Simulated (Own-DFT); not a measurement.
Simulation results for Hf$_{36}$O$_{71}$ (tetragonal hafnia with one neutral oxygen vacancy, atoms displaced)

Computed with Own-DFT development build. A calculation, not a measurement: plane-wave PBE and HSE06 DFT by an unreviewed code, no spin, of a simulated cell at Gamma alone, so results move with cell size and shape, stress positive in tension, energies less offsets, not probed for a lower state with spin; hafnium file: forces about 75 meV/angstrom off all-electron values; oxygen file: force components 24 meV/angstrom off all-electron in a glass; k mesh not checked against a denser one; forces and stress are PBE's, HSE06 gives the energy alone, and its difference from PBE has offsets of its own; offsets are fitted by least squares, one for each functional and potential file, so energies compare only between cells with the same atoms and settings and are not formation energies; the far tail of each file's local potential was reset to the Coulomb form; each entry is a single point on an unrelaxed cell, so the pressure reflects the starting lattice, taken from the Materials Project, from which strain is counted, and rises with the displacements; printed positions are rounded, which can move forces by about a meV/angstrom; the program is a retired in-house code; no spin-orbit coupling.

Common to all runs: first functional PBE; second functional HSE06; exact exchange share 0.25; screening 0.11 1/bohr; exchange divergence Gygi-Baldereschi; potential files PseudoDojo norm-conserving, scalar-relativistic, made for PBE, standard set; wave cutoff 48 hartree; occupations fixed; k mesh 1 x 1 x 1 centred on Gamma.

(1) Hf$_{36}$O$_{71}$ (tetragonal hafnia with one neutral oxygen vacancy, atoms displaced)

```
Hf36O71
1.0
     10.7800     0.0000     0.0000
      0.0000    10.7800     0.0000
      0.0000     0.0000    10.4493
Hf O Hf O Hf O Hf O Hf O Hf O Hf O Hf O Hf O Hf O Hf O Hf O Hf O Hf O Hf O Hf O Hf O Hf O
2 4 2 4 2 4 2 4 2 4 2 4 2 4 2 4 2 4 2 4 2 3 2 4 2 4 2 4 2 4 2 4 2 4 2 4
Direct
  0.99834 0.99416 0.01122
  0.17081 0.16761 0.25379
  0.99105 0.16682 0.16061
  0.17020 0.00274 0.35453
  0.01093 0.15925 0.40421
  0.16343 0.00154 0.09524
  0.99362 0.99045 0.51222
  0.16345 0.16004 0.74258
  0.99571 0.15967 0.66762
  0.17636 0.00728 0.85009
  0.00051 0.17220 0.89975
  0.17763 0.00911 0.58994
  0.00321 0.34378 0.99838
  0.16034 0.50079 0.25915
  0.00153 0.49391 0.15165
  0.16709 0.32909 0.35554
  0.99964 0.50675 0.39836
  0.16446 0.33553 0.09971
  0.00122 0.32085 0.49928
  0.17658 0.51042 0.75420
  0.01655 0.49005 0.64692
  0.15737 0.34239 0.83531
  0.00829 0.50441 0.90490
  0.16616 0.34645 0.59831
  0.99483 0.66874 0.99900
  0.15753 0.82780 0.26212
  0.98768 0.84058 0.15253
  0.16107 0.66045 0.34952
  0.01000 0.83687 0.37951
  0.17796 0.65721 0.10036
  0.99718 0.68646 0.50358
  0.16095 0.83205 0.74392
  0.00800 0.83628 0.65590
  0.17115 0.66796 0.84725
  0.01019 0.83009 0.90017
  0.17959 0.65629 0.59838
  0.34836 0.00635 0.99747
  0.49461 0.15926 0.24270
  0.33419 0.17816 0.16276
  0.49407 0.00975 0.34349
  0.35007 0.16680 0.40373
  0.49907 0.00276 0.09537
  0.33205 0.99959 0.51016
  0.49840 0.16505 0.74808
  0.33497 0.16404 0.65902
  0.49862 0.00200 0.84463
  0.33137 0.16778 0.89970
  0.49440 0.00224 0.59890
  0.33079 0.32323 0.00848
  0.50402 0.49910 0.24722
  0.33484 0.49962 0.14684
  0.47872 0.32765 0.34614
  0.33991 0.50841 0.38608
  0.50464 0.33609 0.09930
  0.32899 0.32674 0.49488
  0.49459 0.50403 0.75411
  0.33167 0.49448 0.65220
  0.49355 0.32544 0.85159
  0.32247 0.51467 0.90985
  0.50339 0.33835 0.59076
  0.34337 0.66557 0.99358
  0.49236 0.83894 0.23834
  0.48741 0.66665 0.35629
  0.32966 0.83599 0.40593
  0.49734 0.65367 0.09588
  0.33846 0.68385 0.50850
  0.49934 0.83357 0.74483
  0.33683 0.82668 0.65117
  0.49518 0.66807 0.82806
  0.33365 0.83298 0.91042
  0.48527 0.66678 0.58867
  0.66300 0.00668 0.99752
  0.83574 0.16214 0.25438
  0.65437 0.15903 0.15374
  0.84088 0.00990 0.34237
  0.66984 0.16202 0.40227
  0.83600 0.00272 0.10357
  0.66895 0.00383 0.48757
  0.83239 0.16434 0.75100
  0.65849 0.16316 0.65307
  0.83287 0.99914 0.84313
  0.65338 0.16739 0.91128
  0.83281 0.00011 0.59080
  0.67442 0.34421 0.99977
  0.82715 0.49257 0.24161
  0.67257 0.50727 0.15387
  0.83684 0.33567 0.34494
  0.66771 0.50819 0.41281
  0.83537 0.33068 0.09664
  0.66241 0.33330 0.48687
  0.83658 0.51417 0.75814
  0.67460 0.49535 0.66172
  0.83261 0.32173 0.84241
  0.65576 0.50765 0.90172
  0.84284 0.32957 0.59660
  0.67452 0.66622 0.00145
  0.83464 0.83159 0.25614
  0.65343 0.83819 0.15141
  0.84572 0.66550 0.35282
  0.65797 0.83303 0.40089
  0.82881 0.66609 0.10184
  0.67408 0.66788 0.50357
  0.83045 0.84518 0.76484
  0.66168 0.83040 0.65661
  0.82474 0.66321 0.83130
  0.67184 0.84588 0.89305
  0.82739 0.66373 0.58239
```

- PBE energy of cell above offsets: -85.861 eV
- HSE06 less PBE above offsets: 0.821 eV
- PBE pressure: 6.11 GPa
- PBE stress xx: -6.66 GPa
- PBE stress yy: -5.63 GPa
- PBE stress zz: -6.04 GPa
- PBE stress yz: -0.07 GPa
- PBE stress xz: -0.7 GPa
- PBE stress xy: 0.29 GPa

Force:
```
element  x (eV/Å)  y (eV/Å)  z (eV/Å)
     Hf      1.44     2.439    -0.804
     Hf    -1.917    -0.867      0.59
      O     2.263     -0.05    -0.549
      O     0.232    -0.492    -1.105
      O    -0.983     -0.71     0.988
      O     1.041    -0.097     0.581
     Hf     2.627     2.688    -3.038
     Hf     0.932     2.427     2.449
      O     0.354    -1.018    -2.804
      O    -0.871    -2.069    -1.334
      O    -0.153     -1.31     1.555
      O     -4.63     -0.67     2.597
     Hf     1.016    -2.345    -0.504
     Hf     2.223     -0.41    -0.125
      O    -1.638     0.622    -0.717
      O     0.161     -0.16    -0.798
      O     0.128    -0.862     0.755
      O    -0.101    -0.843    -0.105
     Hf      0.85      3.74     0.673
     Hf    -0.759    -2.261    -2.074
      O    -3.216     2.223     1.636
      O     0.515    -1.808     1.631
      O    -1.909     1.604    -0.168
      O     0.215    -2.713    -1.163
     Hf     3.637    -0.922     1.513
     Hf     2.859     0.729    -2.053
      O     1.563    -1.118    -1.007
      O    -0.418     2.558     0.452
      O    -1.944     0.566     3.479
      O    -2.392     1.744    -0.326
     Hf     1.586     -5.51    -1.653
     Hf     4.647    -0.265     3.572
      O    -3.138     0.084    -2.325
      O    -1.075     2.729     0.224
      O    -1.441     0.344    -0.191
      O    -3.331     2.047     0.549
     Hf     -4.23    -1.536    -1.661
     Hf     0.849     2.652     2.034
      O    -1.173    -0.294    -2.697
      O     0.873    -3.394     0.313
      O    -1.991    -1.472     0.694
      O     0.486    -0.416      0.71
     Hf     2.545     0.869    -3.542
     Hf     0.047     1.237     0.117
      O    -0.597     0.424    -1.189
      O    -0.115    -0.923     0.954
      O     0.033     0.113     1.127
      O     1.843    -0.718    -0.213
     Hf     0.807     2.662    -0.519
     Hf    -4.773     0.444     1.513
      O     0.362    -0.972     0.641
      O     2.881     0.953    -0.865
      O     -1.11    -1.374     1.802
      O     0.642     0.313    -0.615
     Hf     0.639     3.016     0.303
     Hf    -0.124    -3.256    -2.271
      O     1.777    -0.038     0.675
      O     0.044     2.174    -0.371
      O     1.009    -4.245    -2.143
      O    -0.001    -0.228     0.065
     Hf    -2.146     1.025     2.339
     Hf    -1.023    -1.262     2.962
      O     1.503      1.34    -2.788
      O    -0.415     1.328    -1.269
      O     2.554     1.232    -0.303
     Hf    -2.284    -3.519    -4.477
     Hf    -0.344     1.073     0.108
      O    -1.613     1.424     0.651
      O     0.402     1.089     2.275
      O     0.615     1.381    -0.187
      O     6.432     -0.57      3.21
     Hf     0.754     0.461      1.41
     Hf    -1.209     2.379    -1.965
      O     3.015     0.104    -0.225
      O    -0.347    -4.053     2.367
      O     0.152     1.501    -0.703
      O    -1.817    -0.137    -0.965
     Hf    -2.186    -0.979     1.714
     Hf    -0.878     2.169    -0.664
      O     1.873    -0.311    -0.315
      O     0.397     1.609     1.847
      O     1.048     0.566    -0.565
      O    -1.015    -0.714     1.264
     Hf     -2.03    -2.239    -0.514
     Hf     4.281     0.404      2.91
      O    -1.179     -0.32    -1.545
      O    -0.699    -0.737    -0.038
      O    -0.037    -1.731    -1.882
      O    -0.864     0.897    -0.072
     Hf     0.274     0.267     2.767
     Hf     1.574    -8.139    -5.505
      O    -0.854     0.815     0.014
      O    -0.859     3.121     1.472
      O     0.972    -0.261     0.846
      O    -1.877    -0.883    -0.649
     Hf     -2.81     1.272     0.239
     Hf     -1.89     0.223     -0.18
      O     2.164    -0.607    -0.628
      O    -0.911     1.172    -1.273
      O     1.291     0.594    -0.125
      O     0.994     0.426    -0.742
     Hf    -4.673     0.716    -1.246
     Hf    -1.725    -1.919    -2.771
      O     1.873    -0.095    -0.575
      O     0.178     5.642     4.166
      O     0.332    -2.186     1.147
      O     3.911     0.389     3.205
```

(2) Hf$_{36}$O$_{71}$ (tetragonal hafnia with one neutral oxygen vacancy, atoms displaced)

```
Hf36O71
1.0
     10.7800     0.0000     0.0000
      0.0000    10.7800     0.0000
      0.0000     0.0000    10.4493
Hf O Hf O Hf O Hf O Hf O Hf O Hf O Hf O Hf O Hf O Hf O Hf O Hf O Hf O Hf O Hf O Hf O Hf O
2 4 2 4 2 4 2 4 2 4 2 3 2 4 2 4 2 4 2 4 2 4 2 4 2 4 2 4 2 4 2 4 2 4 2 4
Direct
  0.99842 0.00263 0.00493
  0.16856 0.16279 0.24883
  0.99383 0.16295 0.15820
  0.15762 0.00237 0.34730
  0.99970 0.18036 0.41283
  0.17125 0.00491 0.10274
  0.99912 0.00724 0.49583
  0.17660 0.16314 0.73856
  0.98962 0.16571 0.64444
  0.16885 0.01713 0.85221
  0.00249 0.15818 0.91327
  0.17246 0.99230 0.60726
  0.99499 0.31733 0.01696
  0.15697 0.50856 0.24848
  0.00076 0.49642 0.15199
  0.17420 0.33985 0.34291
  0.99350 0.49968 0.40836
  0.17950 0.33627 0.10483
  0.99287 0.33252 0.49130
  0.16260 0.51724 0.74158
  0.00427 0.50304 0.65726
  0.16018 0.33544 0.83471
  0.00436 0.49831 0.90313
  0.15235 0.33425 0.61010
  0.99648 0.65765 0.00609
  0.16298 0.82929 0.25543
  0.99121 0.84370 0.14646
  0.16980 0.66784 0.33310
  0.99350 0.84863 0.40215
  0.17212 0.66307 0.08968
  0.99705 0.67490 0.50411
  0.17411 0.82992 0.73624
  0.98918 0.84146 0.64350
  0.16841 0.67172 0.83118
  0.16746 0.65230 0.58861
  0.33707 0.00385 0.00102
  0.49585 0.18879 0.25488
  0.31557 0.16314 0.14608
  0.49621 0.00137 0.34029
  0.33567 0.17166 0.40706
  0.50415 0.98866 0.08617
  0.34181 0.99782 0.50149
  0.50372 0.16886 0.74651
  0.32748 0.15119 0.66218
  0.50429 0.00128 0.85252
  0.33502 0.16572 0.91676
  0.51070 0.99638 0.58775
  0.34290 0.33354 0.99237
  0.50875 0.48552 0.23953
  0.32830 0.49690 0.14483
  0.50187 0.33111 0.36432
  0.34846 0.49058 0.41156
  0.49941 0.33021 0.09913
  0.33398 0.32906 0.50738
  0.50555 0.48893 0.75082
  0.32801 0.50354 0.64818
  0.49637 0.33019 0.84964
  0.33765 0.50255 0.90610
  0.50372 0.33159 0.61300
  0.33083 0.66087 0.00650
  0.49719 0.82585 0.24071
  0.33091 0.84081 0.15975
  0.50347 0.66869 0.34841
  0.32546 0.82497 0.40104
  0.49316 0.66384 0.09821
  0.33195 0.66179 0.51113
  0.50576 0.84642 0.76051
  0.33598 0.83726 0.66107
  0.50054 0.67230 0.86518
  0.32432 0.83681 0.89592
  0.51059 0.67150 0.58779
  0.67128 0.99974 0.98864
  0.84341 0.16610 0.24461
  0.66310 0.16232 0.15707
  0.82691 0.98923 0.34606
  0.66772 0.16874 0.39691
  0.84258 0.99258 0.10012
  0.67805 0.99874 0.50600
  0.83365 0.16895 0.75481
  0.66146 0.15200 0.64612
  0.83046 0.99967 0.85324
  0.67050 0.16637 0.90960
  0.83688 0.00665 0.60323
  0.66124 0.33686 0.00095
  0.83572 0.49092 0.25272
  0.67459 0.50575 0.15684
  0.83996 0.32613 0.35442
  0.65711 0.52534 0.40561
  0.82951 0.32807 0.09657
  0.68179 0.33126 0.49509
  0.83069 0.49642 0.74621
  0.66994 0.51248 0.66200
  0.84308 0.31717 0.84730
  0.68957 0.50776 0.90866
  0.84626 0.32843 0.59362
  0.66835 0.66059 0.99958
  0.84081 0.82377 0.24744
  0.67424 0.83300 0.15326
  0.83965 0.66127 0.34753
  0.66715 0.84152 0.40285
  0.82877 0.65801 0.09645
  0.66318 0.66180 0.48520
  0.82770 0.83705 0.75564
  0.66067 0.83251 0.64511
  0.83417 0.66988 0.85329
  0.66580 0.83653 0.91415
  0.82900 0.66988 0.58672
```

* PBE energy of cell above offsets: -84.451 eV
* HSE06 less PBE above offsets: 0.795 eV
* PBE pressure: 6.46 GPa
* PBE stress xx: -5.75 GPa
* PBE stress yy: -6.72 GPa
* PBE stress zz: -6.91 GPa
* PBE stress yz: -1.86 GPa
* PBE stress xz: 1.88 GPa
* PBE stress xy: -0.13 GPa

Force:
```
element  x (eV/Å)  y (eV/Å)  z (eV/Å)
     Hf     2.181    -2.895    -0.777
     Hf     0.199     1.066     0.334
      O     3.068     0.957    -1.285
      O     0.264    -0.033     0.825
      O     0.059    -4.385    -3.561
      O    -1.665    -0.477    -0.128
     Hf     0.202     0.266      1.98
     Hf    -6.513     1.876     3.183
      O     1.452    -0.625     1.421
      O    -0.115    -2.516    -0.324
      O    -1.118     2.212    -0.306
      O    -0.773     0.426    -2.057
     Hf     4.065     1.618    -3.512
     Hf     2.651    -3.572    -0.438
      O    -1.644     -0.07     0.083
      O    -0.459    -0.271     0.656
      O     0.321     1.217    -1.287
      O    -2.653    -0.484    -1.475
     Hf     4.742      2.49         3
     Hf     0.159    -4.999     1.787
      O    -3.115     0.943    -0.917
      O      1.23    -0.437      1.37
      O    -0.748    -0.033     1.052
      O     2.278     -0.62    -3.037
     Hf    -0.406     0.743    -2.075
     Hf     0.903     3.296     -1.65
      O     2.972     -1.99     0.142
      O    -0.794    -0.601     2.246
      O     0.956    -3.433     -0.64
      O    -3.027     0.255      1.18
     Hf    -2.122     0.055    -0.396
     Hf    -2.018     3.124     2.815
      O      1.37    -1.309     1.026
      O    -0.426     0.672       1.8
      O    -1.293     1.825     0.253
     Hf    -1.376    -2.015     0.757
     Hf     0.199    -6.498    -0.532
      O     4.393       0.6     1.125
      O     -1.06     0.826    -0.318
      O    -0.172    -0.879    -0.077
      O    -0.015     0.227     0.107
     Hf     0.362    -1.236    -1.403
     Hf    -0.298    -1.423     0.089
      O     5.892     0.575    -2.565
      O     0.153     2.023    -1.008
      O     1.106     1.247     -2.33
      O    -2.661     0.431     1.528
     Hf     -4.95     0.652     0.673
     Hf    -3.582      4.15     2.337
      O     1.729     0.253      1.55
      O     1.157     1.924    -0.511
      O    -0.339     1.124    -0.382
      O     0.966     0.589     1.183
     Hf    -2.282     2.236     0.077
     Hf    -2.407     3.537    -0.776
      O     2.345    -0.371     1.043
      O     1.287      0.35     1.036
      O     0.502     -0.64    -1.221
      O     0.408     0.042     -0.61
     Hf     1.861     1.382    -2.128
     Hf     1.761     1.772     1.322
      O    -0.977    -0.731    -0.745
      O    -0.617    -0.854     -1.58
      O    -0.337     1.051     1.351
      O     1.576    -0.448      1.03
     Hf     4.099    -0.417    -2.458
     Hf    -0.337    -3.497    -1.105
      O      1.97    -0.539     -1.95
      O     0.747    -0.909      -2.2
      O     0.361    -0.175     0.971
      O    -2.901    -0.899     1.714
     Hf    -0.023    -0.239     4.506
     Hf    -5.209    -3.076     2.068
      O     0.307     1.161    -0.193
      O     1.112      2.96     0.069
      O     0.215     1.233     1.236
      O    -2.304     1.658    -0.141
     Hf    -0.024    -1.254    -2.467
     Hf     1.242    -3.426    -2.052
      O     1.081     2.142     1.227
      O     0.067      0.26    -0.422
      O    -0.708     2.342    -1.385
      O    -0.346    -0.504    -0.195
     Hf     1.977    -1.793    -0.322
     Hf     1.647     2.307     0.339
      O    -1.322    -1.469    -0.577
      O    -1.849      1.66    -0.849
      O     0.752    -13.36     -5.37
      O    -1.022     0.364     1.097
     Hf     -1.49    -1.226     0.118
     Hf     3.223     1.121     1.526
      O    -0.618    -1.573    -0.695
      O    -0.789     4.105     0.984
      O    -1.069    -4.126    -1.067
      O    -4.669     1.078     1.748
     Hf    -1.365      3.97     0.957
     Hf    -2.869     1.489     0.563
      O     -0.62    -0.839     0.006
      O     0.511    -0.456    -0.757
      O    -0.004    -1.565     -0.24
      O     1.747    -0.152      0.84
     Hf       0.3     11.46     5.155
     Hf     0.509     -0.66    -1.212
      O     1.255      1.05     2.439
      O     0.373    -0.045     -1.04
      O     0.121    -1.682    -2.395
      O     1.109     -0.67     1.217
```
